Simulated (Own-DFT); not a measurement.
Simulation results for Si3Ge (diamond lattice with Si and Ge gathered in clusters, atoms displaced)

Computed with Own-DFT development build. A calculation, not a measurement: plane-wave density functional theory by an unreviewed code, no spin, of a simulated periodic cell, stress positive in tension, run twice, with PBE and with PBEsol, both on files made for PBE, so the change isn't that of files made for PBEsol; forces on such cells passed a denser k mesh, this cell's mesh not checked; the far tail of each file's local potential was reset to the Coulomb form; each entry is a single point on an unrelaxed cell, so the pressure reflects the starting lattice, mostly measured values (interpolated for alloys), from which strain is counted, and rises with the displacements; printed positions are rounded, which can move forces by about a meV/angstrom; the program, named Own-DFT, is a retired in-house code; no spin-orbit coupling; stress was not checked against mesh or cutoff.

Settings shared by all entries: functional PBE, then PBEsol; potential files PseudoDojo norm-conserving, scalar-relativistic, standard set; wave cutoff 42 hartree; occupations Fermi-Dirac; smearing width 0.1 eV; k mesh 3 x 3 x 3 centred on Gamma.

(1) Si3Ge (diamond lattice with Si and Ge gathered in clusters, atoms displaced)

```
Si3Ge
1.0
     10.9755     0.0000     0.0000
      0.0000    10.9755     0.0000
      0.0000     0.0000    10.9755
Si Ge Si Ge Si Ge Si Ge Si Ge Si Ge Si Ge Si Ge Si Ge Si
2 2 2 2 3 1 6 1 13 6 2 1 2 1 4 1 1 1 13
Direct
  0.99956 0.99614 0.00244
  0.99949 0.25100 0.25427
  0.24381 0.99324 0.24807
  0.25530 0.24743 0.00100
  0.12884 0.13313 0.13146
  0.13358 0.36928 0.37782
  0.37575 0.12451 0.38057
  0.37941 0.37742 0.12274
  0.99371 0.99144 0.49938
  0.00668 0.25100 0.74910
  0.24944 0.99191 0.74600
  0.25186 0.24993 0.49722
  0.11817 0.12265 0.63161
  0.12730 0.37121 0.87272
  0.37702 0.13212 0.86847
  0.38326 0.36023 0.62841
  0.99670 0.50635 0.00531
  0.00787 0.75837 0.25853
  0.25965 0.50590 0.23958
  0.24184 0.74672 0.00016
  0.13254 0.61394 0.11739
  0.14056 0.88067 0.37288
  0.36604 0.62929 0.36773
  0.38013 0.87591 0.13084
  0.00380 0.49996 0.50351
  0.99303 0.74828 0.74593
  0.24825 0.50330 0.74855
  0.25487 0.75137 0.50588
  0.13042 0.62498 0.62478
  0.12350 0.86829 0.87301
  0.38273 0.63853 0.86319
  0.37317 0.87630 0.62231
  0.50486 0.99841 0.00055
  0.49421 0.25205 0.24764
  0.75094 0.00625 0.24758
  0.73898 0.24031 0.99484
  0.63138 0.12090 0.11551
  0.64183 0.38365 0.36877
  0.87637 0.12199 0.37180
  0.87759 0.38127 0.13096
  0.49397 0.99893 0.50423
  0.50769 0.25718 0.74991
  0.75928 0.00273 0.75320
  0.76134 0.24135 0.50525
  0.62310 0.12513 0.62725
  0.62447 0.37878 0.86730
  0.88070 0.11814 0.88216
  0.87693 0.37851 0.62578
  0.49549 0.49371 0.00542
  0.49348 0.75821 0.24145
  0.75365 0.49958 0.25303
  0.74709 0.75142 0.00384
  0.62547 0.62231 0.12667
  0.62399 0.87110 0.37532
  0.87205 0.62029 0.36873
  0.87997 0.86603 0.13261
  0.49835 0.49388 0.49407
  0.50374 0.75804 0.75092
  0.74682 0.49990 0.74883
  0.75898 0.74752 0.49278
  0.61650 0.62250 0.61377
  0.62749 0.86976 0.88514
  0.88637 0.63490 0.86853
  0.88231 0.88486 0.61938
```

The calculation gives: PBE pressure 3.37 GPa; PBE stress xx -3.25 GPa; PBE stress yy -3.32 GPa; PBE stress zz -3.53 GPa; PBE stress yz 1.47 GPa; PBE stress xz 0.33 GPa; PBE stress xy -0.75 GPa; PBEsol pressure 1.56 GPa; PBEsol stress xx -1.46 GPa; PBEsol stress yy -1.52 GPa; PBEsol stress zz -1.72 GPa; PBEsol stress yz 1.46 GPa; PBEsol stress xz 0.3 GPa; PBEsol stress xy -0.75 GPa; rms change of force components from PBE to PBEsol 0.052 eV/Å.

Force:
```csv
force element,PBE force x (eV/Å),PBE force y (eV/Å),PBE force z (eV/Å),PBEsol force x (eV/Å),PBEsol force y (eV/Å),PBEsol force z (eV/Å)
Si,0.812,-0.198,0.655,0.811,-0.201,0.666
Si,0.386,0.345,0.038,0.368,0.347,0.043
Ge,1.835,2.004,-1.053,1.83,1.996,-1.005
Ge,-0.583,0.24,-0.418,-0.522,0.28,-0.358
Si,-1.099,-0.981,-0.731,-0.984,-0.968,-0.726
Si,-1.153,1.611,-0.937,-1.036,1.571,-0.914
Ge,-0.35,-0.397,-1.327,-0.338,-0.374,-1.275
Ge,-1.134,-1.25,0.43,-1.092,-1.205,0.417
Si,2.392,1.949,-1.598,2.379,1.933,-1.613
Si,-1.299,0.021,0.664,-1.304,0.027,0.656
Si,-0.278,0.978,0.7,-0.274,0.967,0.699
Ge,-0.414,-0.667,1.832,-0.349,-0.703,1.742
Si,0.595,-0.693,-1.183,0.624,-0.662,-1.216
Si,-0.275,1.071,0.629,-0.22,1.02,0.68
Si,0.322,-1.303,-0.24,0.31,-1.272,-0.159
Si,-1.157,2.27,-0.783,-1.201,2.196,-0.83
Si,0.243,-0.97,-1.355,0.218,-0.96,-1.347
Si,0.324,-1.801,-0.457,0.337,-1.78,-0.433
Ge,-1.394,-1.067,1.355,-1.309,-1.1,1.272
Si,1.726,0.437,-0.379,1.711,0.437,-0.359
Si,-1.342,1.784,0.732,-1.264,1.702,0.793
Si,-2.302,-1.688,2.511,-2.189,-1.592,2.424
Si,1.693,0.426,1.096,1.628,0.365,1.018
Si,-1.852,0.383,-2.126,-1.851,0.492,-2.123
Si,0.03,0.012,-0.865,0.027,0.014,-0.861
Si,1.89,1.263,-1.284,1.871,1.264,-1.299
Si,1.28,-0.66,0.221,1.268,-0.66,0.225
Si,-0.492,-0.329,-0.937,-0.491,-0.328,-0.921
Si,-0.899,0.299,-0.045,-0.89,0.309,-0.04
Si,-0.335,0.52,0.083,-0.339,0.51,0.068
Si,-1.509,-1.431,1.507,-1.462,-1.45,1.525
Si,0.303,-0.535,1.086,0.363,-0.475,1.015
Ge,-1.515,-0.058,-0.841,-1.427,-0.003,-0.767
Ge,1.899,-0.54,0.486,1.831,-0.516,0.458
Ge,0.179,-1.614,0.519,0.121,-1.525,0.456
Ge,2.422,2.533,-1.156,2.296,2.405,-1.064
Ge,-1.841,0.103,2.118,-1.777,0.093,2.034
Ge,-2.525,-2.642,2.261,-2.408,-2.571,2.15
Si,0.776,-0.112,0.41,0.667,-0.115,0.399
Si,-0.125,-1.237,-1.121,-0.211,-1.209,-1.081
Ge,1.584,-0.277,-0.179,1.496,-0.216,-0.225
Si,-0.023,-1.431,0.213,-0.009,-1.427,0.228
Si,-1.027,-0.477,-0.081,-1.025,-0.472,-0.08
Ge,-0.704,0.695,-0.261,-0.714,0.707,-0.288
Si,0.563,-0.358,0.551,0.551,-0.36,0.449
Si,0.264,0.121,1.139,0.257,0.121,1.234
Si,0.231,0.981,-0.869,0.189,1.025,-0.816
Si,0.391,-0.229,0.621,0.339,-0.274,0.568
Ge,1.661,2.226,-2.456,1.565,2.105,-2.329
Si,1.61,-1.853,1.781,1.604,-1.847,1.769
Ge,0.633,1.6,-2.32,0.55,1.491,-2.205
Si,1.225,-1.005,0.188,1.215,-1.002,0.196
Si,-0.342,0.53,-0.121,-0.342,0.424,-0.105
Si,0.103,0.248,-0.222,0.1,0.324,-0.218
Si,2.202,1.113,1.14,2.122,1.022,1.052
Si,-0.335,0.878,-0.679,-0.377,0.903,-0.637
Si,-0.623,0.249,-0.205,-0.594,0.189,-0.263
Si,0.739,0.046,-1.196,0.752,0.073,-1.196
Si,0.609,1.049,-0.439,0.601,1.055,-0.432
Si,-0.894,0.273,0.808,-0.867,0.277,0.812
Si,0.91,0.652,0.785,0.893,0.648,0.769
Si,0.491,0.721,-1.622,0.435,0.778,-1.553
Si,-2.483,-1.613,1.583,-2.452,-1.603,1.577
Si,-2.019,-2.217,1.342,-2.011,-2.198,1.347
```

(2) Si3Ge (diamond lattice with Si and Ge gathered in clusters, atoms displaced)

```
Si3Ge
1.0
     10.9755     0.0000     0.0000
      0.0000    10.9755     0.0000
      0.0000     0.0000    10.9755
Si Ge Si Ge Si Ge Si Ge Si Ge Si Ge Si Ge Si Ge Si
5 1 7 1 1 1 5 2 1 8 15 1 6 1 7 1 1
Direct
  0.00795 0.00114 0.00148
  0.99455 0.23848 0.26301
  0.24564 0.00364 0.24554
  0.25613 0.25414 0.99011
  0.13221 0.11839 0.14272
  0.13058 0.37353 0.37087
  0.37244 0.13178 0.37630
  0.36965 0.37439 0.12086
  0.99709 0.00620 0.49375
  0.00574 0.24793 0.74708
  0.24894 0.99690 0.74982
  0.25710 0.25520 0.49325
  0.12803 0.12683 0.62202
  0.12933 0.37904 0.87853
  0.37473 0.13050 0.88584
  0.37451 0.38184 0.62127
  0.00442 0.49402 0.00697
  0.00274 0.75981 0.25419
  0.24946 0.48628 0.24219
  0.25490 0.75480 0.00933
  0.12389 0.62279 0.12242
  0.12888 0.87534 0.37930
  0.38201 0.62756 0.37580
  0.37801 0.87158 0.12439
  0.00067 0.49750 0.51483
  0.00834 0.74249 0.75236
  0.24460 0.49737 0.75530
  0.25873 0.73920 0.50869
  0.12444 0.62284 0.62593
  0.13311 0.88130 0.87521
  0.37444 0.61767 0.87273
  0.37586 0.86871 0.62064
  0.49413 0.99575 0.99749
  0.48911 0.24700 0.25069
  0.74943 0.00169 0.25817
  0.74788 0.25084 0.99824
  0.62514 0.12112 0.12479
  0.63255 0.37796 0.37469
  0.87464 0.12366 0.37617
  0.86980 0.36809 0.13171
  0.49941 0.99915 0.50433
  0.50755 0.25465 0.75094
  0.75303 0.00341 0.75003
  0.74799 0.25245 0.49020
  0.62337 0.12634 0.62891
  0.62058 0.36755 0.88368
  0.87684 0.11784 0.87315
  0.87427 0.37189 0.62088
  0.50069 0.49110 0.00019
  0.50833 0.73736 0.25147
  0.74187 0.50338 0.26184
  0.75395 0.74515 0.99784
  0.61776 0.63034 0.12239
  0.62868 0.87751 0.37866
  0.88155 0.63624 0.37446
  0.87780 0.87032 0.13383
  0.50092 0.49349 0.50174
  0.49153 0.74769 0.74017
  0.74200 0.50328 0.76198
  0.74574 0.74954 0.49871
  0.62917 0.62312 0.62521
  0.63441 0.87770 0.87620
  0.86992 0.61399 0.88203
  0.87690 0.87009 0.63680
```

It finds PBE pressure 3.3 GPa; PBE stress xx -3.42 GPa; PBE stress yy -3.29 GPa; PBE stress zz -3.19 GPa; PBE stress yz 0.48 GPa; PBE stress xz 0.46 GPa; PBE stress xy -0.03 GPa; PBEsol pressure 1.51 GPa; PBEsol stress xx -1.63 GPa; PBEsol stress yy -1.51 GPa; PBEsol stress zz -1.4 GPa; PBEsol stress yz 0.49 GPa; PBEsol stress xz 0.45 GPa; PBEsol stress xy 0.02 GPa; rms change of force components from PBE to PBEsol 0.046 eV/Å.

Force:
```csv
force element,PBE force x (eV/Å),PBE force y (eV/Å),PBE force z (eV/Å),PBEsol force x (eV/Å),PBEsol force y (eV/Å),PBEsol force z (eV/Å)
Si,-0.803,0.07,1.009,-0.741,0.023,0.952
Si,0.92,1.191,-1.711,0.963,1.233,-1.656
Si,2.867,-2.058,1.97,2.822,-2.116,2.013
Si,-1.177,-0.506,2.368,-1.247,-0.437,2.29
Si,-2.182,2.59,-3.194,-2.172,2.603,-3.173
Ge,-1.308,-0.197,0.676,-1.3,-0.17,0.7
Si,0.239,-1.707,-0.036,0.233,-1.709,-0.03
Si,1.011,-0.691,-0.163,1.006,-0.687,-0.167
Si,0.232,-0.963,1.813,0.275,-1.01,1.754
Si,-0.49,-0.222,0.531,-0.486,-0.128,0.528
Si,1.1,1.528,-0.639,1.077,1.411,-0.621
Si,-0.774,-0.662,1.196,-0.785,-0.54,1.192
Si,0.298,-0.084,-0.435,0.308,-0.082,-0.442
Ge,-1.604,-1.432,0.082,-1.51,-1.334,0.017
Si,0.849,-1.112,-2.359,0.852,-1.106,-2.343
Ge,0.056,-1.167,0.905,0.007,-1.098,0.926
Si,-1.103,-0.102,0.514,-1.086,-0.116,0.411
Si,0.83,-1.205,-0.866,0.847,-1.197,-0.744
Si,0.047,2.386,0.142,0.014,2.348,0.239
Si,-0.555,-1.159,-0.993,-0.569,-1.15,-1.071
Si,0.32,0.631,0.897,0.317,0.635,0.889
Ge,0.322,0.292,0.214,0.341,0.254,0.238
Ge,-0.419,-2.06,-0.605,-0.453,-1.973,-0.527
Si,0.456,0.364,1.373,0.469,0.366,1.383
Ge,0.121,0.376,-2.727,0.118,0.371,-2.63
Ge,-1.197,0.907,1.124,-1.117,0.843,1.103
Ge,0.733,0.516,-1.185,0.712,0.507,-1.146
Ge,-1.282,0.531,-1.379,-1.235,0.52,-1.328
Ge,0.777,-0.246,0.363,0.756,-0.249,0.369
Ge,-0.47,-1.131,0.849,-0.486,-1.149,0.796
Ge,0.531,1.175,0.963,0.464,1.098,0.889
Ge,-0.056,1.866,0.865,-0.115,1.756,0.796
Si,1.148,0.084,0.359,1.13,0.076,0.347
Si,1.688,0.724,-0.613,1.671,0.723,-0.614
Si,0.172,-0.284,-1.095,0.171,-0.274,-1.088
Si,0.745,-1.102,0.468,0.744,-1.098,0.456
Si,-0.592,0.163,0.133,-0.581,0.163,0.126
Si,-2.365,-0.928,0.048,-2.353,-0.927,0.045
Si,-1.123,-0.293,0.59,-1.125,-0.296,0.593
Si,0.317,0.441,0.364,0.31,0.441,0.371
Si,0.115,0.637,-0.831,0.059,0.578,-0.776
Si,-1.348,-0.626,0.099,-1.386,-0.574,0.048
Si,-0.194,-0.481,-0.166,-0.202,-0.468,-0.18
Si,0.05,-0.997,1.054,0.095,-0.954,1.09
Si,0.55,0.056,-0.677,0.549,0.057,-0.674
Si,0.642,0.821,-0.73,0.635,0.811,-0.719
Si,0.52,1.185,0.531,0.52,1.173,0.531
Ge,-1.34,-0.576,1.795,-1.244,-0.503,1.706
Si,-0.243,0.881,0.6,-0.286,0.92,0.55
Si,-0.619,2.861,0.212,-0.672,2.786,0.291
Si,1.358,0.956,-2.036,1.393,1.018,-1.984
Si,-0.514,1.048,1.225,-0.448,0.977,1.155
Si,1.44,-1.762,-0.778,1.434,-1.75,-0.799
Si,-0.814,-0.347,-0.145,-0.816,-0.344,-0.148
Ge,-0.556,-1.149,0.557,-0.517,-1.147,0.58
Si,-0.569,1.021,-1.22,-0.575,1.016,-1.21
Si,1.416,1.064,-0.458,1.29,1.046,-0.437
Si,2.24,-0.465,1.533,2.108,-0.45,1.501
Si,-0.278,-1.395,-1.2,-0.193,-1.359,-1.161
Si,0.777,0.478,1.009,0.82,0.423,0.949
Si,-0.879,-0.047,-0.055,-0.861,-0.05,-0.06
Si,-1.297,-0.499,-0.535,-1.278,-0.497,-0.529
Ge,1.488,0.265,-0.014,1.495,0.281,-0.043
Si,-0.231,0.546,-1.588,-0.165,0.48,-1.522
```

(3) Si3Ge (diamond lattice with Si and Ge gathered in clusters, atoms displaced)

```
Si3Ge
1.0
     10.9755     0.0000     0.0000
      0.0000    10.9755     0.0000
      0.0000     0.0000    10.9755
Ge Si Ge Si Ge Si Ge Si Ge Si Ge Si Ge Si Ge Si Ge Si
1 1 1 5 1 7 6 2 1 2 1 6 1 15 2 2 2 8
Direct
  0.99634 0.99793 0.99350
  0.99726 0.25802 0.24429
  0.24454 0.99028 0.25105
  0.25015 0.23878 0.00072
  0.12234 0.12205 0.13453
  0.12499 0.37545 0.38597
  0.37800 0.12490 0.37605
  0.37091 0.38250 0.11200
  0.99558 0.99950 0.49775
  0.99844 0.25205 0.75633
  0.25297 0.99549 0.75548
  0.24626 0.24568 0.50699
  0.12712 0.12253 0.62114
  0.11867 0.37746 0.88044
  0.36958 0.12505 0.87695
  0.38113 0.37098 0.62931
  0.00331 0.49072 0.99913
  0.00687 0.74459 0.25418
  0.24548 0.50167 0.24299
  0.25358 0.74965 0.01212
  0.11036 0.62714 0.13362
  0.13416 0.86688 0.36884
  0.37304 0.62209 0.37676
  0.36782 0.87816 0.12696
  0.99542 0.49606 0.49582
  0.99866 0.74572 0.75362
  0.25107 0.50554 0.75601
  0.24525 0.74551 0.50029
  0.12454 0.62781 0.63613
  0.11936 0.87709 0.87971
  0.38222 0.62436 0.86935
  0.37277 0.87123 0.62476
  0.49992 0.99674 0.00425
  0.50543 0.24882 0.24830
  0.75689 0.00006 0.25663
  0.75274 0.26059 0.00666
  0.63249 0.12665 0.12838
  0.62569 0.37505 0.37540
  0.87567 0.13312 0.38211
  0.86873 0.37771 0.12720
  0.48492 0.00279 0.49502
  0.50791 0.24956 0.74727
  0.73939 0.99281 0.75598
  0.74708 0.26141 0.48631
  0.62517 0.13320 0.62153
  0.62970 0.37555 0.87285
  0.87213 0.12783 0.86384
  0.87790 0.37337 0.61809
  0.50071 0.50217 0.00203
  0.50381 0.74262 0.24789
  0.75618 0.49496 0.25867
  0.73815 0.74504 0.00644
  0.61370 0.63450 0.12320
  0.62240 0.87514 0.37797
  0.87229 0.63200 0.37799
  0.86995 0.87376 0.12485
  0.49237 0.50363 0.49313
  0.49467 0.74417 0.75041
  0.74665 0.50636 0.75603
  0.74931 0.74367 0.49874
  0.61502 0.62638 0.62077
  0.61768 0.87789 0.87083
  0.86330 0.63795 0.86478
  0.88237 0.86798 0.62660
```

The calculation gives: PBE pressure 3.27 GPa; PBE stress xx -3.26 GPa; PBE stress yy -3.32 GPa; PBE stress zz -3.21 GPa; PBE stress yz -0.28 GPa; PBE stress xz 1.4 GPa; PBE stress xy 0.07 GPa; PBEsol pressure 1.47 GPa; PBEsol stress xx -1.48 GPa; PBEsol stress yy -1.53 GPa; PBEsol stress zz -1.42 GPa; PBEsol stress yz -0.26 GPa; PBEsol stress xz 1.38 GPa; PBEsol stress xy 0.07 GPa; rms change of force components from PBE to PBEsol 0.047 eV/Å.

Force:
```csv
force element,PBE force x (eV/Å),PBE force y (eV/Å),PBE force z (eV/Å),PBEsol force x (eV/Å),PBEsol force y (eV/Å),PBEsol force z (eV/Å)
Ge,-0.394,1.345,0.722,-0.42,1.27,0.752
Si,0.403,-0.551,1.334,0.398,-0.529,1.315
Ge,1.407,2.415,-0.291,1.313,2.284,-0.229
Si,-0.894,1.253,0.408,-0.9,1.228,0.415
Si,-0.372,0.315,-1.04,-0.36,0.212,-1.012
Si,0.536,-0.725,-1.684,0.505,-0.622,-1.655
Si,-1.366,1.002,-0.975,-1.403,0.979,-1.02
Si,0.261,-1.494,0.952,0.198,-1.429,0.985
Ge,0.702,-0.198,0.172,0.716,-0.227,0.136
Si,0.48,0.015,-1.675,0.492,0.021,-1.654
Si,-0.713,0.081,-0.682,-0.703,0.07,-0.67
Si,1.128,0.548,-0.597,1.127,0.543,-0.593
Si,-0.414,-0.346,1.674,-0.47,-0.398,1.616
Si,2.158,-1.497,-1.133,2.083,-1.412,-1.053
Si,1.55,-0.409,-0.452,1.547,-0.396,-0.462
Si,-0.911,0.724,-0.366,-0.896,0.719,-0.36
Ge,-2.298,2.026,0.421,-2.215,2.021,0.472
Ge,-2.608,1.993,0.544,-2.516,1.918,0.525
Ge,0.404,-0.758,1.274,0.34,-0.688,1.207
Ge,-0.823,-0.545,-1.75,-0.851,-0.564,-1.666
Ge,1.927,-1.618,-2.506,1.886,-1.569,-2.413
Ge,-1.757,0.423,1.657,-1.698,0.4,1.59
Si,-0.136,0.427,-1.234,-0.246,0.452,-1.233
Si,2.172,-0.437,0.301,2.032,-0.439,0.31
Ge,0.774,1.215,1.21,0.715,1.235,1.133
Si,0.569,1.124,0.08,0.579,1.113,0.09
Si,-0.017,-1.143,-0.348,-0.018,-1.144,-0.345
Ge,0.841,-0.391,1.026,0.773,-0.336,0.942
Si,-0.313,-1.057,-0.831,-0.3,-1.032,-0.919
Si,1.229,-1.139,-0.737,1.194,-1.11,-0.633
Si,-0.988,-0.343,1.683,-1.013,-0.305,1.715
Si,0.017,0.336,0.304,-0.027,0.282,0.25
Si,-0.215,0.874,-0.104,-0.209,0.86,-0.09
Si,-0.825,0.549,-0.313,-0.822,0.547,-0.317
Ge,-0.77,0.519,0.466,-0.708,0.458,0.409
Si,-0.467,-1.557,-1.305,-0.458,-1.546,-1.295
Si,-0.403,-0.231,-0.556,-0.341,-0.282,-0.511
Si,-1.711,0.771,-0.571,-1.66,0.834,-0.62
Si,0.213,0.228,-1.261,0.234,0.131,-1.245
Si,1.12,0.017,-0.2,1.106,0.137,-0.175
Si,1.979,-0.805,1.4,1.957,-0.808,1.397
Si,-0.776,-0.031,1.047,-0.768,-0.042,1.053
Si,1.399,1.169,-1.853,1.392,1.148,-1.839
Si,0.66,-1.271,2.288,0.658,-1.257,2.259
Si,0.279,-1.302,-0.761,0.292,-1.287,-0.77
Si,-0.474,0.219,0.813,-0.477,0.208,0.798
Si,-0.898,-0.177,1.384,-0.868,-0.217,1.404
Si,-1.154,-0.069,1.478,-1.091,-0.02,1.409
Si,0.379,-0.047,-1.119,0.393,-0.047,-1.108
Si,-1.702,1.967,1.496,-1.698,1.956,1.497
Ge,-1.387,1.21,-1.039,-1.301,1.224,-0.968
Ge,0.687,1.252,-1.569,0.719,1.263,-1.495
Si,0.819,-2.882,0.489,0.916,-2.827,0.441
Si,-0.177,-0.218,-0.005,-0.13,-0.17,-0.045
Ge,0.448,-0.73,-0.202,0.493,-0.768,-0.253
Ge,0.773,-0.435,0.102,0.744,-0.411,0.105
Si,0.777,-1.18,0.98,0.769,-1.179,0.968
Si,0.776,1.391,-0.906,0.776,1.379,-0.894
Si,-0.047,-0.624,-1.932,-0.046,-0.625,-1.916
Si,-0.943,1.569,1.286,-0.866,1.495,1.214
Si,0.731,-0.57,0.277,0.717,-0.566,0.269
Si,-0.735,-1.122,1.023,-0.705,-1.163,1.055
Si,0.627,-1.296,1.566,0.594,-1.242,1.636
Si,-1.537,0.222,0.14,-1.472,0.271,0.088
```
